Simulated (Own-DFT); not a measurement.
# One host, several defects: wurtzite GaN

Source: density functional calculations with Own-DFT, an unreviewed in-house program that is no longer used. Nothing was measured or relaxed, and spin and spin-orbit coupling are left out.

All runs used: PBE; PseudoDojo norm-conserving scalar-relativistic files; cutoff 42 hartree; 4 x 4 x 3 k mesh centred on Gamma; Fermi-Dirac smearing of 0.1 eV.

Keep in mind (not all hold for every row): not probed for a lower state with spin; forces not confirmed at this smearing and k mesh; stress not checked against mesh or cutoff.

All runs share one cell, with vectors in Å (9.567, 0.000, 0.000); (-4.784, 8.285, 0.000); (0.000, 0.000, 10.370) and a volume of 822.0 Å³. u is the rms random offset of the atoms per axis. The defect's site can differ from row to row.

| cell | formula | u (Å) | P (GPa) |
|---|---|---|---|
| no defect | Ga36N36 | 0.0188 | 5.92 |
| no defect | Ga36N36 | 0.0500 | 7.42 |
| no defect | Ga36N36 | 0.0509 | 7.60 |
| one N on a Ga site | Ga35N37 | 0.0283 | 5.45 |
| one N on a Ga site | Ga35N37 | 0.0296 | 5.55 |
| one N on a Ga site | Ga35N37 | 0.0493 | 6.59 |
| one Ga on an N site | Ga37N35 | 0.0280 | 11.67 |
| one Ga on an N site | Ga37N35 | 0.0295 | 12.12 |
| one Ga on an N site | Ga37N35 | 0.0461 | ? |
| one Ga on an N site | Ga37N35 | 0.0484 | 12.78 |

## Analysis

P = P0 + c u² + a shift for each defect gives P0 = 5.74 GPa, c = 684 ± 58 GPa/Å² and a scatter of 0.15 GPa. The shifts, and each times the cell's volume:

- one Ga on an N site: 5.54 ± 0.12 GPa, 28.4 eV
- one N on a Ga site: -0.82 ± 0.12 GPa, -4.2 eV

Positive is outwards. The product with the volume (160.2 GPa Å³ to the eV) is nearly free of the cell's size; divided by the bulk modulus at the cell's pressure it gives the volume that the defect adds. The atoms around the defects weren't relaxed, which would change these numbers.

## Test on the hidden row

Q: what pressure belongs in the blank (one Ga on an N site, u = 0.0461 Å)?

Estimate: 12.73 ± 0.18 GPa. The calculation gave 12.81 GPa.
